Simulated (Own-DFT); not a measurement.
Simulation results for GaP (zincblende, atoms displaced)

All values are calculated (Own-DFT development build). A calculation, not a measurement: plane-wave PBE density functional theory by an unreviewed code, no spin, of a simulated periodic cell, stress positive in tension, free energy of the whole cell less one offset for each atom, some atoms lie very close together; forces on such cells passed a denser k mesh, this cell's mesh not checked; offsets are fitted by least squares, one for each functional and potential file, so energies compare only between cells with the same atoms and settings and are not formation energies; the far tail of each file's local potential was reset to the Coulomb form; each entry is a single point on an unrelaxed cell, so the pressure reflects the starting lattice, mostly measured values (interpolated for alloys), from which strain is counted, and rises with the displacements; printed positions are rounded, which can move forces by about a meV/angstrom; the program, named Own-DFT, is a retired in-house code; no spin-orbit coupling; before rounding, a Quantum ESPRESSO 7.3.1 run of the same cell and cutoff gave forces within 1 meV/angstrom rms on each cell, which checks the program and not the settings.

Common to all runs: functional PBE; potential files PseudoDojo norm-conserving, scalar-relativistic, standard set; wave cutoff 42 hartree; occupations Fermi-Dirac; smearing width 0.1 eV; k mesh 2 x 3 x 3 centred on Gamma.

(1) GaP (zincblende, atoms displaced)

```
CELL_PARAMETERS angstrom
16.35150 0.00000 0.00000
0.00000 10.90100 0.00000
0.00000 0.00000 10.90100
ATOMIC_POSITIONS crystal
Ga 0.00505 0.01022 0.01735
Ga 0.00315 0.23161 0.23981
Ga 0.15709 0.01639 0.25147
Ga 0.15326 0.21848 0.99291
P 0.10660 0.12625 0.11892
P 0.07359 0.35414 0.37375
P 0.24876 0.13442 0.38707
P 0.23918 0.39116 0.09957
Ga 0.00140 0.99487 0.49362
Ga 0.00904 0.24232 0.73713
Ga 0.17700 0.98833 0.71113
Ga 0.14906 0.24024 0.51408
P 0.08294 0.13437 0.61257
P 0.08454 0.38736 0.87958
P 0.25199 0.10616 0.87409
P 0.24694 0.36182 0.61200
Ga 0.00209 0.49193 0.00931
Ga 0.00577 0.75592 0.25010
Ga 0.15205 0.49133 0.23115
Ga 0.17349 0.73407 0.02320
P 0.08113 0.60842 0.13113
P 0.09076 0.86507 0.36974
P 0.25456 0.61630 0.38378
P 0.23880 0.87590 0.12313
Ga 0.98771 0.49394 0.48233
Ga 0.99434 0.75207 0.75373
Ga 0.15660 0.52044 0.75666
Ga 0.15114 0.73522 0.48793
P 0.07262 0.63300 0.60120
P 0.07881 0.87244 0.89081
P 0.25049 0.63419 0.88346
P 0.25321 0.86045 0.63347
Ga 0.34624 0.00350 0.96887
Ga 0.33738 0.28646 0.25444
Ga 0.48404 0.97461 0.26208
Ga 0.49994 0.26665 0.98610
P 0.41333 0.11981 0.13073
P 0.42154 0.38719 0.38274
P 0.59493 0.11149 0.38479
P 0.56551 0.37898 0.13969
Ga 0.34057 0.00620 0.53053
Ga 0.33703 0.25220 0.75756
Ga 0.49171 0.00781 0.74303
Ga 0.49367 0.22804 0.51369
P 0.42088 0.11365 0.63824
P 0.41844 0.35946 0.87731
P 0.58407 0.14462 0.85927
P 0.58615 0.36868 0.62993
Ga 0.33092 0.51298 0.99789
Ga 0.33972 0.73174 0.24456
Ga 0.49617 0.50262 0.27292
Ga 0.48325 0.75312 0.00738
P 0.41010 0.63334 0.12026
P 0.40945 0.88592 0.37714
P 0.59331 0.63640 0.39510
P 0.59065 0.87776 0.10717
Ga 0.33160 0.47951 0.50331
Ga 0.33953 0.76616 0.77271
Ga 0.49928 0.50428 0.76317
Ga 0.47418 0.73827 0.47910
P 0.41970 0.65149 0.59500
P 0.40785 0.86698 0.86929
P 0.58821 0.62087 0.86737
P 0.57253 0.86809 0.61665
Ga 0.67144 0.99652 0.98705
Ga 0.65087 0.26589 0.26716
Ga 0.82907 0.00115 0.25440
Ga 0.81169 0.22913 0.99961
P 0.74251 0.13940 0.12019
P 0.74206 0.40358 0.36231
P 0.91812 0.13419 0.35506
P 0.91634 0.38829 0.10943
Ga 0.67643 0.02491 0.53154
Ga 0.64990 0.27452 0.73225
Ga 0.82778 0.97615 0.73958
Ga 0.82251 0.23553 0.49957
P 0.74935 0.13246 0.63359
P 0.74322 0.34097 0.87192
P 0.91780 0.11992 0.85412
P 0.91694 0.36776 0.62942
Ga 0.67330 0.51378 0.01263
Ga 0.66902 0.72417 0.28177
Ga 0.83310 0.51847 0.23470
Ga 0.82401 0.73871 0.01318
P 0.76484 0.60574 0.11684
P 0.75751 0.89965 0.37335
P 0.91784 0.64913 0.36933
P 0.93294 0.88761 0.12762
Ga 0.65921 0.48388 0.48726
Ga 0.66293 0.74001 0.78844
Ga 0.82777 0.49858 0.75079
Ga 0.82066 0.76012 0.50660
P 0.75193 0.62696 0.66684
P 0.75129 0.86968 0.88330
P 0.91206 0.61956 0.89125
P 0.91461 0.86740 0.61548
```

| Quantity | Value |
| --- | --- |
| free energy of cell above offsets | -11.967 eV |
| pressure | 8.9 GPa |
| stress xx | -8.65 GPa |
| stress yy | -8.43 GPa |
| stress zz | -9.64 GPa |
| stress yz | 4.43 GPa |
| stress xz | 1.24 GPa |
| stress xy | -1.86 GPa |

Force:
```
element  x (eV/Å)  y (eV/Å)  z (eV/Å)
     Ga      0.32     0.893    -2.809
     Ga     0.366     2.148     -1.97
     Ga     3.592    -3.014     2.839
     Ga     5.431      6.82    -7.472
      P     -7.34    -2.746     5.054
      P     0.765     1.627    -0.394
      P     0.339    -0.057    -0.194
      P     0.855    -2.004     1.064
     Ga    -0.572     0.181    -0.545
     Ga    -1.555     1.606     2.068
     Ga     -3.01      2.61     3.575
     Ga     5.495     4.636    -5.456
      P    -3.107    -6.912     3.928
      P    -0.076    -2.304    -0.763
      P     -1.44     1.796    -1.972
      P    -0.353     0.464     2.529
     Ga     0.198     1.574     -1.72
     Ga     -0.07    -0.482    -0.945
     Ga     2.845    -2.388     3.847
     Ga    -1.957     0.551    -0.856
      P    -1.957     3.713    -1.507
      P    -0.915     2.806     -0.34
      P    -1.014    -0.223    -1.178
      P     2.362      0.95     1.219
     Ga    -0.053    -0.173     0.267
     Ga     0.059    -0.109     0.768
     Ga     1.043    -0.251    -1.405
     Ga     4.232     0.327    -0.197
      P    -1.466    -2.142     3.142
      P      1.13    -0.455    -1.312
      P     0.157    -0.133    -1.878
      P     1.612    -2.148    -2.913
     Ga    -1.413     0.956     4.203
     Ga    -1.833    -1.811    -1.516
     Ga     4.793     3.522    -4.167
     Ga     2.185    -3.206     3.234
      P     0.319     0.785    -0.585
      P    -0.071    -2.377     1.827
      P    -2.246     0.384    -0.252
      P      1.51     0.708    -1.101
     Ga    -3.039    -1.441    -2.558
     Ga    -2.108    -1.057    -1.158
     Ga     4.562    -3.748     3.201
     Ga     2.192     1.301     -1.85
      P    -2.992       4.3    -0.841
      P    -2.203     4.455     -1.34
      P    -0.619    -2.128     0.997
      P    -7.427     6.374    -7.238
     Ga     0.187    -1.525    -0.427
     Ga     -3.77     3.117     2.331
     Ga     1.601     2.325    -1.877
     Ga     3.293     1.135    -1.125
      P     2.039    -3.135     0.192
      P     -3.49    -2.652     2.033
      P    -5.013    -2.112     2.045
      P     -1.87    -1.552     2.022
     Ga    -0.365     2.104     0.391
     Ga    -5.588    -5.773    -5.749
     Ga    -0.429     -0.37    -1.835
     Ga     7.825     6.702    -7.076
      P    -6.895    -8.481     10.92
      P      7.44     3.977     3.263
      P    -3.872    -2.784     4.595
      P     1.168     0.469     0.894
     Ga    -0.909     2.295     0.384
     Ga      0.58    -0.553    -0.842
     Ga     2.432     1.862    -3.202
     Ga     5.549     2.107     -2.94
      P    -2.911    -3.523     4.462
      P     2.472    -2.587    -0.701
      P    -1.516     -1.77     2.366
      P    -2.013    -3.611     2.151
     Ga    -3.539     -4.38    -3.052
     Ga     6.869    -6.371     6.386
     Ga     1.015     1.334      0.45
     Ga      1.87     2.181    -1.321
      P     1.987     1.713     3.619
      P    -0.554     3.845    -0.637
      P    -0.287    -0.355     1.826
      P    -0.855     0.487    -0.982
     Ga    -2.461     -3.02     -1.84
     Ga     3.868     4.227    -4.837
     Ga     4.923    -3.429     4.838
     Ga     3.128     3.039    -1.789
      P     -5.19     3.484    -0.325
      P    -3.489    -3.108     2.577
      P    -1.636    -1.504     0.505
      P    -3.276    -1.408     1.045
     Ga    -0.295     1.131     3.246
     Ga     2.219     4.046    -4.205
     Ga     2.319    -2.868     2.235
     Ga     0.288    -1.103    -0.211
      P    -2.113     1.808    -4.046
      P     0.563    -0.232     -0.22
      P     0.564     0.028    -1.197
      P     0.606     0.607     0.329
```

(2) GaP (zincblende, atoms displaced)

```
CELL_PARAMETERS angstrom
16.35150 0.00000 0.00000
0.00000 10.90100 0.00000
0.00000 0.00000 10.90100
ATOMIC_POSITIONS crystal
Ga 0.98521 0.00415 0.01597
Ga 0.98428 0.23407 0.26609
Ga 0.18318 0.00538 0.25210
Ga 0.14958 0.26782 0.01473
P 0.08816 0.15075 0.12528
P 0.07272 0.37925 0.39686
P 0.25223 0.13814 0.35864
P 0.24142 0.36675 0.13022
Ga 0.01491 0.99717 0.49398
Ga 0.99347 0.24209 0.74903
Ga 0.16869 0.01906 0.76896
Ga 0.15885 0.24306 0.49518
P 0.08989 0.12506 0.61569
P 0.08394 0.39933 0.89809
P 0.25837 0.11678 0.86388
P 0.23719 0.37087 0.60667
Ga 0.01324 0.49768 0.02168
Ga 0.00187 0.75695 0.24046
Ga 0.17877 0.47532 0.24376
Ga 0.16408 0.75258 0.99551
P 0.08646 0.62745 0.12554
P 0.09013 0.87626 0.37042
P 0.26085 0.62025 0.37638
P 0.25363 0.87048 0.09766
Ga 0.00311 0.51430 0.52115
Ga 0.01486 0.74322 0.73787
Ga 0.16719 0.48549 0.72042
Ga 0.15320 0.72685 0.51132
P 0.09432 0.61414 0.59093
P 0.06884 0.85053 0.87580
P 0.23583 0.62786 0.86146
P 0.25011 0.90609 0.64501
Ga 0.32999 0.01644 0.00993
Ga 0.33565 0.25552 0.27749
Ga 0.50309 0.01289 0.25628
Ga 0.51954 0.25136 0.00580
P 0.42300 0.11301 0.15217
P 0.41689 0.35893 0.35183
P 0.57813 0.12591 0.36720
P 0.58240 0.38646 0.15067
Ga 0.32736 0.99025 0.51653
Ga 0.34567 0.25300 0.74626
Ga 0.49610 0.98555 0.74700
Ga 0.48273 0.25164 0.48757
P 0.39272 0.10283 0.62622
P 0.40855 0.39648 0.86502
P 0.59593 0.11468 0.88308
P 0.59332 0.37117 0.62317
Ga 0.33183 0.50430 0.98744
Ga 0.35015 0.74335 0.25022
Ga 0.49257 0.48709 0.25817
Ga 0.49797 0.70387 0.00383
P 0.40568 0.60655 0.14307
P 0.42539 0.86790 0.38523
P 0.58080 0.62688 0.36517
P 0.57270 0.88292 0.12001
Ga 0.31647 0.50971 0.52510
Ga 0.33752 0.75368 0.73584
Ga 0.50031 0.49521 0.74073
Ga 0.50760 0.77120 0.51580
P 0.43014 0.60354 0.63165
P 0.41363 0.88367 0.84190
P 0.59604 0.64360 0.86579
P 0.57564 0.88913 0.62318
Ga 0.66657 0.99479 0.98819
Ga 0.66382 0.23724 0.25839
Ga 0.85039 0.98451 0.26077
Ga 0.83469 0.26443 0.97529
P 0.75342 0.12685 0.11900
P 0.73542 0.37309 0.36648
P 0.91927 0.12181 0.40237
P 0.92239 0.39727 0.11857
Ga 0.66879 0.99400 0.50844
Ga 0.67972 0.25067 0.74305
Ga 0.81592 0.01500 0.73010
Ga 0.82817 0.25359 0.50229
P 0.74026 0.12265 0.62012
P 0.74872 0.36017 0.86617
P 0.92779 0.11059 0.87780
P 0.91953 0.38664 0.62449
Ga 0.65890 0.48541 0.00338
Ga 0.66165 0.72622 0.26644
Ga 0.84162 0.50896 0.24352
Ga 0.83544 0.73562 0.01637
P 0.74557 0.65455 0.12661
P 0.75717 0.88413 0.37821
P 0.91689 0.60940 0.37881
P 0.93105 0.87819 0.12487
Ga 0.66237 0.51652 0.49031
Ga 0.65474 0.75508 0.75555
Ga 0.84502 0.51914 0.76400
Ga 0.82398 0.74119 0.50164
P 0.74383 0.62030 0.61292
P 0.76371 0.85276 0.90117
P 0.91541 0.62052 0.89268
P 0.91605 0.87401 0.63972
```

| Quantity | Value |
| --- | --- |
| free energy of cell above offsets | -13.188 eV |
| pressure | 8.75 GPa |
| stress xx | -8.68 GPa |
| stress yy | -9.13 GPa |
| stress zz | -8.45 GPa |
| stress yz | 0.89 GPa |
| stress xz | 0.46 GPa |
| stress xy | -2.77 GPa |

Force:
```
element  x (eV/Å)  y (eV/Å)  z (eV/Å)
     Ga     4.604     1.924    -1.469
     Ga     1.609     2.474    -1.399
     Ga    -1.465    -1.291    -2.012
     Ga     3.035     0.885    -3.122
      P    -3.349     -4.92     3.226
      P     0.623    -0.715    -2.347
      P    -1.242    -1.903     3.914
      P     4.858    -2.208    -3.011
     Ga    -1.287    -0.842     1.372
     Ga     1.358     0.937    -0.034
     Ga    -3.241    -2.016    -1.017
     Ga      0.61     0.571    -2.012
      P    -0.976    -0.653     2.723
      P     1.092    -2.031    -5.247
      P     0.787     3.752     2.566
      P     2.587    -2.735     0.736
     Ga    -1.667     2.397    -0.421
     Ga      1.22    -1.759     1.997
     Ga    -3.761     4.057     4.171
     Ga    -0.669    -0.631      -0.4
      P     1.585     0.635     1.741
      P     0.661    -0.776    -0.399
      P     -1.52     0.911    -0.763
      P     0.502    -0.082      2.81
     Ga    -3.677    -2.831    -3.136
     Ga    -2.246     -1.32    -1.389
     Ga    -1.393     1.695     3.713
     Ga     9.068     11.14    -7.729
      P    -4.947    -5.784     10.11
      P     2.008     3.745     1.931
      P     1.855     -0.41    -0.636
      P    -2.278    -4.403    -0.231
     Ga     1.689    -0.319    -0.547
     Ga    -2.953    -2.681    -6.094
     Ga     0.911    -4.365     0.562
     Ga    -1.548    -0.265     0.469
      P    -3.294     3.341    -3.802
      P      2.42     4.717     4.866
      P     1.095     0.298     3.426
      P     1.128     -1.44    -2.047
     Ga    -1.029    -1.343     -5.73
     Ga    -2.069     0.253     0.021
     Ga     1.349     4.097    -0.202
     Ga     1.728    -1.636     2.169
      P     5.431      4.05     1.532
      P     2.299    -2.308     0.386
      P    -2.453     2.382    -3.376
      P    -1.769     0.093    -0.597
     Ga    -2.626     0.709     1.182
     Ga    -2.354     2.563     1.484
     Ga     0.473     2.253    -0.134
     Ga    -0.142     2.769     0.184
      P     1.765    -1.597    -2.953
      P    -1.344     1.417    -0.582
      P    -3.843    -1.638     3.119
      P     0.592    -1.755     0.288
     Ga     2.491     0.335    -0.828
     Ga     -1.02    -1.056     0.059
     Ga     3.715    -1.918     2.539
     Ga    -1.842    -4.263    -2.078
      P     -3.32     3.994    -3.473
      P    -1.688    -2.483     5.049
      P    -4.123    -6.246     4.068
      P     3.819     0.446     1.388
     Ga     2.266    -2.444     2.966
     Ga     0.926    -0.127     -1.72
     Ga    -0.974     1.724    -0.444
     Ga     2.198    -2.029     2.793
      P      0.53    -0.236     0.357
      P     2.428     0.932     0.796
      P    -1.095    -0.944    -0.547
      P    -1.984     -3.59     1.038
     Ga    -0.957    -0.011    -2.401
     Ga    -3.019    -0.703     0.195
     Ga     3.452    -3.378     3.657
     Ga    -0.316     1.007    -0.409
      P      0.37     1.859    -1.748
      P     0.008     4.109     0.254
      P    -3.291     1.954    -2.144
      P    -1.166    -0.947     1.278
     Ga     1.291     1.313    -0.592
     Ga     2.171     5.117    -2.517
     Ga    -2.338    -0.435      -0.3
     Ga     2.892     1.008    -0.175
      P    -0.747    -4.084     1.086
      P    -1.506    -1.498     0.092
      P     0.524     2.471     0.577
      P    -3.812    -2.533     1.631
     Ga    -0.267    -2.074    -0.029
     Ga     4.658     3.757     -3.79
     Ga    -2.387    -1.984    -1.977
     Ga     1.958     1.018    -0.305
      P     0.265     0.672     2.779
      P     -2.71     3.225    -3.816
      P     2.661     0.802     0.495
      P     0.142    -0.173     -1.66
```
